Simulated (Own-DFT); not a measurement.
## Calculated data, Hf36O71 (tetragonal hafnia with one neutral oxygen vacancy, atoms displaced)

A calculation, not a measurement: plane-wave PBE and HSE06 DFT by an unreviewed code, no spin, of a simulated cell at Gamma alone, so results move with cell size and shape, stress positive in tension, energies less offsets, not probed for a lower state with spin; hafnium file: forces about 75 meV/angstrom off all-electron values; oxygen file: force components 24 meV/angstrom off all-electron in a glass; k mesh not checked against a denser one; forces and stress are PBE's, HSE06 gives the energy alone, and its difference from PBE has offsets of its own; offsets are fitted by least squares, one for each functional and potential file, so energies compare only between cells with the same atoms and settings and are not formation energies; the far tail of each file's local potential was reset to the Coulomb form; each entry is a single point on an unrelaxed cell, so the pressure reflects the starting lattice, taken from the Materials Project, from which strain is counted, and rises with the displacements; printed positions are rounded, which can move forces by about a meV/angstrom; the program is a retired in-house code; no spin-orbit coupling. Program: Own-DFT development build.

Settings shared by all entries: first functional PBE; second functional HSE06; exact exchange share 0.25; screening 0.11 1/bohr; exchange divergence Gygi-Baldereschi; potential files PseudoDojo norm-conserving, scalar-relativistic, made for PBE, standard set; wave cutoff 48 hartree; occupations fixed; k mesh 1 x 1 x 1 centred on Gamma.

(1) 
```xyz
107
Lattice="10.7800 0.0000 0.0000 0.0000 10.7800 0.0000 0.0000 0.0000 10.4493" Properties=species:S:1:pos:R:3:force_x:R:1:force_y:R:1:force_z:R:1 formula=Hf36O71 PBE_energy_of_cell_above_offsets=-96.504 HSE06_less_PBE_above_offsets=0.089 PBE_pressure=2.26 PBE_stress_xx=-1.34 PBE_stress_yy=-2.93 PBE_stress_zz=-2.51 PBE_stress_yz=0.43 PBE_stress_xz=0.11 PBE_stress_xy=0.07
Hf     0.0829     0.0693     0.0831     -2.897     -1.656      0.007
Hf     1.8121     1.7911     2.6425     -1.298      0.961     -0.076
O     10.7302     1.8086     1.6098      1.245     -0.283       0.08
O      1.7820    10.7520     3.6278      0.347      0.857      0.849
O      0.0573     1.7916     4.2156      0.574      0.323     -0.206
O      1.7641    10.6831     1.0222      2.015      0.503      0.525
Hf     0.0402    10.7381     5.1451     -0.888      2.832       2.23
Hf     1.8082     1.8191     7.8284     -1.139     -0.539     -0.317
O     10.7391     1.8042     6.7565       1.18     -0.248      0.969
O      1.7357     0.0450     8.8134      0.568      0.455      0.792
O     10.7781     1.7795     9.4618      0.316      0.541     -1.165
O      1.8396    10.6643     6.3130      0.003      1.549     -1.225
Hf     0.0110     3.5596    10.3674      -0.24      -0.53       2.42
Hf     1.8197     5.3897     2.5610     -1.161      0.477     -0.151
O      1.8159     3.6324     3.6060      0.166     -0.603      0.449
O      0.0032     5.3323     4.2008      -0.22       1.27      -0.35
O      1.8396     3.4805     1.1153     -0.743      0.617     -1.341
Hf     0.0544     3.5956     5.2293     -2.798     -0.686     -1.107
Hf     1.8603     5.3445     7.7807     -0.902      1.934      1.568
O      0.0890     5.4097     6.7924     -0.842      0.059       0.66
O      1.8675     3.6337     8.8571     -0.564     -0.776      0.345
O     10.7163     5.3396     9.5330      0.364      0.182     -0.913
O      1.6987     3.5738     6.2298      3.133      0.215      1.106
Hf    10.6845     7.1505    10.4199      1.871      1.864      1.223
Hf     1.8533     9.0540     2.6324     -0.775      -1.66     -1.774
O      0.0391     8.9830     1.5592     -0.709     -0.463      1.937
O      1.7864     7.2191     3.6119      0.301     -0.687     -0.159
O      0.0535     9.0664     4.3120      -0.53     -3.573      -1.96
O      1.7790     7.2455     0.9038      0.044     -0.695      0.888
Hf    10.7630     7.1868     5.2495      1.791     -0.534     -1.162
Hf     1.8164     9.0451     7.8506     -0.542     -0.718      0.615
O      0.1048     8.9735     6.7579     -2.577     -0.212      0.988
O      1.8175     7.1956     8.8248     -0.213     -0.884     -0.859
O     10.7635     9.0364     9.5004      -0.17     -0.279     -1.201
O      1.7688     7.1945     6.2092      1.495     -0.738     -0.373
Hf     3.6065     0.1036    10.4268      0.041     -1.052     -0.059
Hf     5.4041     1.7997     2.6360     -0.252     -0.508     -0.688
O      3.5397     1.6488     1.5855      1.179      0.287     -0.207
O      5.3753    10.7213     3.6420      0.018      0.825     -0.234
O      3.6280     1.7955     4.1358     -0.408      0.246      1.197
O      5.3531    10.7676     0.9233      0.423      -0.06      1.236
Hf     3.6308     0.0075     5.2488     -0.467     -0.128     -0.437
Hf     5.3338     1.8812     7.8366      2.074     -0.899      0.448
O      3.5804     1.8298     6.8719      -0.54       0.22     -1.373
O      5.3659     0.0814     8.8977      0.127     -1.491     -1.255
O      3.6413     1.8257     9.3604     -0.736      0.513        0.7
O      5.4113     0.1220     6.2376     -1.845     -0.962      0.295
Hf     3.5528     3.6198     0.0112      1.015      0.598      0.292
Hf     5.4798     5.3648     2.6453     -1.559     -0.436     -1.086
O      3.5566     5.3767     1.5209      0.934     -0.271      1.302
O      5.4247     3.5388     3.7235     -0.319      0.695     -1.583
O      3.5400     5.3138     4.2039      0.585      2.131     -0.094
O      5.4397     3.5439     1.0104     -0.933      0.221       0.46
Hf     3.5910     3.6919     5.2419     -0.047     -2.745     -0.233
Hf     5.4012     5.4234     7.8589       1.34     -0.914       0.82
O      3.6220     5.3338     6.9003      0.272      0.008     -1.763
O      5.4080     3.6314     8.8730     -0.187      0.943     -0.729
O      3.5908     5.3842     9.4687      0.355       0.57     -0.579
O      5.4441     3.6343     6.1228     -1.857      0.115      1.973
Hf     3.5697     7.2882    10.4427     -0.614     -1.269      0.361
Hf     5.3817     8.9427     2.6321      0.548      0.497      -1.21
O      3.6758     8.9929     1.5646     -1.183     -0.094      0.316
O      5.3440     7.1765     3.5906      0.277     -0.965      1.012
O      3.5965     8.9413     4.1814       0.22      0.317      0.482
O      5.3654     7.1868     0.9813      0.834     -0.317      0.361
Hf     3.5898     7.1544     5.2016     -1.321      1.012     -0.439
Hf     5.4002     8.8887     7.8050     -0.705      2.545      0.731
O      3.5128     9.0069     6.7421      3.023     -0.923      0.377
O      5.4049     7.2518     8.8933     -0.079     -1.159     -0.999
O      3.5614     8.9788     9.4043      0.278      1.452      -0.68
O      5.4670     7.0852     6.2434     -1.266      0.873      0.421
Hf     7.1208     0.0252    10.4229      1.876      0.957      0.149
Hf     8.9421     1.8124     2.6793      0.352     -1.233     -1.832
O      7.1433     1.7596     1.5030      0.405      -0.05      1.212
O      9.1230     0.0471     3.6150     -0.438     -1.624       0.76
O      7.2596     1.7886     4.2175     -0.844     -0.739     -0.737
O      9.0204    10.7423     1.0471     -1.042     -0.002     -0.593
Hf     7.1261     0.0091     5.2778      1.365      1.193     -0.312
Hf     9.0091     1.8122     7.8106     -1.321     -1.184     -0.895
O      7.1372     1.7192     6.7871      0.244      1.068      0.655
O      8.9076     0.0221     8.8540     -0.132     -0.611     -0.351
O      7.1207     1.8887     9.4098      0.474     -0.455      0.089
O      8.8581     0.0313     6.3463      2.356     -0.778     -1.178
Hf     7.2567     3.6221    10.4351     -0.647     -0.874          0
Hf     8.8967     5.4080     2.5606      2.301     -1.343      0.548
O      7.1592     5.3868     1.5579      0.042      0.009      0.097
O      8.9599     3.4936     3.6352     -0.101      2.678      0.106
O      7.1699     5.3076     4.1833     -0.179      2.622     -0.641
O      9.0146     3.5656     1.0876     -0.241      1.033     -1.142
Hf     7.1660     3.6001     5.1718      2.111     -1.423      1.204
Hf     9.0732     5.4429     7.8583     -0.516     -1.714     -0.666
O      7.2399     5.3384     6.8344     -0.437      0.889      0.305
O      9.0503     3.5714     8.7833     -0.055      0.977      1.125
O      7.2452     5.4487     9.4198     -0.152      -0.78      -0.37
O      8.9738     3.6181     6.2290      0.435      0.007     -0.184
Hf     7.2061     7.1974    10.4108     -0.857      0.367      1.545
Hf     8.9486     8.9309     2.6640      1.039      2.223     -1.957
O      7.2062     8.9294     1.5904     -0.535      0.176      0.708
O      8.9693     7.1564     3.6273     -0.118     -0.009      0.891
O      7.1732     9.0114     4.1974       0.39     -1.188      0.381
O      8.9497     7.1912     1.0384      0.035     -0.788       0.74
Hf     7.2077     7.2083     5.2830      1.012     -0.638      -1.23
Hf     9.0151     8.9940     7.7985      1.446      2.063      1.318
O      7.2303     9.1102     6.7562      -1.22     -2.246      0.867
O      9.1031     7.1303     8.9786     -0.914      1.466     -1.741
O      7.1494     8.9584     9.5151      0.126      0.263     -1.909
O      9.0510     7.0808     6.2668     -1.691      0.927      0.586
```

Units: PBE_energy_of_cell_above_offsets, HSE06_less_PBE_above_offsets in eV; PBE_pressure, PBE_stress_xx, PBE_stress_yy, PBE_stress_zz, PBE_stress_yz, PBE_stress_xz, PBE_stress_xy in GPa; force_x, force_y, force_z in eV/Å.

(2) 
```xyz
107
Lattice="10.7800 0.0000 0.0000 0.0000 10.7800 0.0000 0.0000 0.0000 10.4493" Properties=species:S:1:pos:R:3:force_x:R:1:force_y:R:1:force_z:R:1 formula=Hf36O71 PBE_energy_of_cell_above_offsets=-88.510 HSE06_less_PBE_above_offsets=0.489 PBE_pressure=4.97 PBE_stress_xx=-6.44 PBE_stress_yy=-3.71 PBE_stress_zz=-4.74 PBE_stress_yz=0.08 PBE_stress_xz=2.32 PBE_stress_xy=-0.1
Hf    10.7680    10.7355     0.0295      2.308     -0.735     -0.916
Hf     1.8825     1.9112     2.5705     -1.005     -1.279      0.621
O     10.7215     1.8734     1.5238      0.981     -0.231      1.097
O      1.8806     0.0449     3.6002      0.102      0.701      1.037
O      0.0933     1.7763     4.2998     -1.176      0.066     -1.398
O      1.8360     0.0170     1.1496     -0.608      0.586     -1.876
Hf    10.7112    10.7568     5.2447      1.691       0.38      0.975
Hf     1.8773     1.8675     7.9412     -3.072     -4.226     -1.941
O     10.7417     1.9189     6.7933      0.445     -0.779      0.774
O      1.9212    10.6771     8.8116     -0.357      3.082      1.528
O      0.0853     1.8974     9.4189     -0.464     -1.252      0.225
O      1.8578     0.1185     6.2771     -0.982     -0.411     -1.326
Hf     0.0369     3.6726     0.0265      0.865      0.427     -0.281
Hf     1.8744     5.3807     2.5176     -1.871      0.913      2.652
O      0.0177     5.2890     1.7378     -1.028     -0.297     -0.961
O      1.7226     3.6103     3.6966      0.095      0.247     -1.002
O      0.0037     5.4728     4.2167     -1.107     -0.385      0.717
O      1.8302     3.5678     1.1294      0.537     -0.086     -1.605
Hf    10.7562     3.5773     5.2546     -0.178        1.4     -0.406
Hf     1.9012     5.2810     7.8113     -1.484       3.95      0.006
O     10.6990     5.3803     6.8731       1.86     -0.353      0.314
O      1.7990     3.5612     8.7650      0.518      1.401      2.882
O      1.6460     3.5839     6.2255      3.648      0.521      0.918
Hf    10.7703     7.1629     0.0243      2.496      -0.09     -2.723
Hf     1.7758     8.9917     2.7494      1.458     -0.202     -1.424
O     10.7460     8.9077     1.5579      0.715       1.15      0.932
O      1.9246     7.1690     3.7133      -0.34       0.14     -0.917
O     10.7700     8.9653     4.2669      0.165      0.271     -1.226
O      1.7177     7.1707     1.0004      1.363     -1.079      0.758
Hf     0.0116     7.2492     5.3091      1.462     -2.024      1.122
Hf     1.8134     9.0057     7.8455      0.823     -2.728     -0.349
O      0.0373     8.9554     6.8902     -1.142      0.195     -1.325
O      1.7471     7.0987     8.8342       -0.3     -0.509     -0.159
O      0.0771     8.9196     9.4129      -0.39      1.541      1.407
O      1.9014     7.1916     6.3109     -0.791     -0.871     -1.212
Hf     3.7665     0.0843    10.4341     -4.703      -3.83      0.443
Hf     5.5381     1.7713     2.6479     -1.665      0.208     -0.168
O      3.6712     1.8055     1.5298      0.891      0.388      0.166
O      5.2965     0.0434     3.6922      1.095      0.138     -0.687
O      3.6279     1.9711     4.1032      0.518     -0.816      0.833
O      5.3575    10.7411     1.0366      3.122      0.036      1.415
Hf     3.6246     0.1916     5.1852     -2.239     -2.829     -0.046
Hf     5.4462     1.7687     7.9000     -0.844      0.966      0.464
O      3.5144     1.7891     6.8994      3.802      0.354      -1.39
O      5.3529     0.0732     8.8824     -0.152     -1.338     -0.066
O      3.6185     1.7302     9.4390     -0.272      2.527     -0.754
O      5.6042    10.7466     6.2477     -6.635     -0.268      3.718
Hf     3.6343     3.5085     0.0223      0.033      2.122      0.448
Hf     5.4505     5.2643     2.6455     -3.002      4.726     -1.519
O      3.6081     5.3791     1.6222      1.875       -0.1     -1.146
O      5.3318     3.7447     3.5765      0.729     -5.942      3.492
O      3.6248     5.3699     4.1392      0.202     -0.625       1.05
O      5.4759     3.6567     1.1353     -0.655     -0.954     -0.982
Hf     3.7289     3.6450     5.2787      -5.76      1.067     -2.416
Hf     5.4551     5.2362     7.8078      0.031      3.225      0.915
O      3.6872     5.3608     6.8123      0.238     -0.507     -0.819
O      5.2878     3.6608     8.9951      0.846     -2.625     -0.613
O      3.5510     5.3667     9.4127      0.099     -0.799      0.801
O      5.3032     3.5611     6.2528       3.14       -0.4      1.956
Hf     3.6859     7.2178     0.0960     -3.729      0.003     -1.911
Hf     5.5171     8.8738     2.6170     -5.673      0.896      3.436
O      3.4714     8.8653     1.5057      1.831     -0.016      1.562
O      5.4288     7.1314     3.6835      0.292     -0.355     -0.531
O      3.5638     9.0604     4.2570      0.379     -0.312     -0.065
O      5.4261     7.2026     1.0229      0.055      0.171      1.045
Hf     3.6910     7.1256     5.1875     -2.171       2.58      0.953
Hf     5.5261     9.0324     7.9356     -4.417     -2.445     -0.944
O      3.6232     8.9117     6.8061      1.424      1.401      0.947
O      5.3752     7.1720     8.8530      1.614     -0.555        0.6
O      3.5901     8.8755     9.4228      1.268      1.566      0.368
O      5.4283     7.3222     6.2686      0.418     -0.713     -0.145
Hf     7.2839    10.7314     0.1551      0.008      1.467     -1.399
Hf     9.1059     1.8838     2.6732      0.635     -2.454     -0.614
O      7.2778     1.7851     1.5667      -0.12     -0.089      0.398
O      9.1056    10.7412     3.6075     -0.322      1.321      0.415
O      7.1363     1.9044     4.1825     -0.977     -3.318     -0.618
O      9.0390    10.7749     1.0704     -1.061     -0.677     -0.126
Hf     7.1175     0.0838     5.3931      6.504     -0.612     -5.333
Hf     9.1011     1.9369     7.9063      0.224     -2.251     -1.307
O      7.0973     1.8648     6.7842      1.019     -0.435       0.24
O      9.0530     0.0338     8.8125      -0.15      0.374       1.43
O      7.1403     1.6743     9.4124     -0.334      1.213      0.707
O      9.0088    10.6826     6.3558     -1.534      0.532     -1.177
Hf     7.1821     3.5464     0.0319      1.147     -0.188     -0.949
Hf     8.8500     5.3916     2.6458      3.194      0.698      0.765
O      7.0796     5.4431     1.5947       2.87      0.368     -0.695
O      8.8233     3.5116     3.6813      0.923      1.737     -0.604
O      7.2999     5.2944     4.3700     -0.456      0.334     -2.463
O      9.0902     3.6703     0.9003     -3.224      0.079      1.464
Hf     7.1321     3.4791     5.2728      2.326       2.51      1.362
Hf     9.0180     5.4133     7.8808      -0.37      0.143     -0.857
O      7.1955     5.3732     6.7643      -1.27     -0.159      1.039
O      8.9142     3.5817     8.8079       0.41      0.693      1.627
O      7.2839     5.2358     9.4054     -1.188      1.936      0.986
O      8.9031     3.5420     6.2811     -0.045     -0.381     -0.623
Hf     7.1134     7.1978     0.0886      2.193     -1.312      -2.15
Hf     9.0495     8.9197     2.6423      0.152      0.898      0.154
O      7.0617     8.8607     1.6505      5.269       0.53     -3.172
O      8.8484     7.2755     3.6593      0.097      -2.32     -0.488
O      7.1830     8.9506     4.1529     -0.909      1.611      1.268
O      9.1686     7.1584     1.0767     -5.023     -0.378      1.021
Hf     7.1275     7.0931     5.2115      1.367      1.033      0.705
Hf     8.8150     9.0412     7.7891      9.232     -0.551      3.836
O      7.2797     8.8598     6.9654     -5.804      0.113     -4.183
O      9.1058     7.1132     8.8314     -0.821      1.529      0.852
O      7.2398     9.0761     9.4168     -0.358     -1.145      1.168
O      8.9874     7.0900     6.2129     -0.822       0.77     -0.009
```

Units: PBE_energy_of_cell_above_offsets, HSE06_less_PBE_above_offsets in eV; PBE_pressure, PBE_stress_xx, PBE_stress_yy, PBE_stress_zz, PBE_stress_yz, PBE_stress_xz, PBE_stress_xy in GPa; force_x, force_y, force_z in eV/Å.
